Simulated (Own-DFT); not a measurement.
# Which defects push the lattice out? D0_22 TiAl3

Calculated, not measured: single-point runs of Own-DFT, a retired in-house plane-wave DFT program that no person has reviewed, on unrelaxed cells, without spin or spin-orbit coupling.

Method: PBE; PseudoDojo norm-conserving scalar-relativistic files; cutoff 42 hartree; 4 x 4 x 4 k mesh centred on Gamma; cold (Marzari-Vanderbilt) smearing of 0.2 eV.

Known weak points: forces on such cells failed a check on a denser k mesh; stress not checked against mesh or cutoff.

All runs share one cell, with vectors in Å (-2.365, -6.981, 4.326); (-7.667, 3.491, 1.442); (-2.950, -3.488, -7.241) and a volume of 625.4 Å³. The atoms are randomly displaced, by u rms on each axis. The defect's site can differ from row to row.

```
                     cell   formula   u (Å)  P (GPa)
                no defect  Al30Ti10  0.0186     1.97
                no defect  Al30Ti10  0.0559     2.96
                no defect  Al30Ti10  0.0593     2.93
 two Al on a Ti site each   Al32Ti8  0.0316     2.88
 two Al on a Ti site each   Al32Ti8  0.0497     3.37
 two Al on a Ti site each   Al32Ti8  0.0525     3.52
two Ti on an Al site each  Al28Ti12  0.0289     3.34
two Ti on an Al site each  Al28Ti12  0.0317     3.17
two Ti on an Al site each  Al28Ti12  0.0510     3.61
         two Al vacancies  Al28Ti10  0.0284     1.16
         two Al vacancies  Al28Ti10  0.0447     1.76
         two Al vacancies  Al28Ti10  0.0452     1.57
           one Ti vacancy   Al30Ti9  0.0307     1.91
           one Ti vacancy   Al30Ti9  0.0307     1.77
           one Ti vacancy   Al30Ti9  0.0505     2.17
           one Ti vacancy   Al30Ti9  0.0513        ?
```

## Fit

P = P0 + c u² + a shift for each defect gives P0 = 1.92 GPa, c = 300 ± 33 GPa/Å² and a scatter of 0.11 GPa. The shifts, and each times the cell's volume:

- two Ti on an Al site each: 1.01 ± 0.10 GPa, 3.9 eV (2.0 eV for each of its 2 sites)
- two Al on a Ti site each: 0.71 ± 0.09 GPa, 2.8 eV (1.4 eV for each of its 2 sites)
- one Ti vacancy: -0.41 ± 0.10 GPa, -1.6 eV
- two Al vacancies: -0.91 ± 0.10 GPa, -3.5 eV (-1.8 eV for each of its 2 sites)

Positive is outwards. The product with the volume (160.2 GPa Å³ to the eV) is nearly free of the cell's size; divided by the bulk modulus at the cell's pressure it gives the volume that the defect adds. The atoms around the defects weren't relaxed, which would change these numbers.

## Withheld run

Question: what pressure belongs in the blank (one Ti vacancy, u = 0.0513 Å)?

The fit gives 2.30 ± 0.14 GPa. The calculation gave 2.25 GPa.
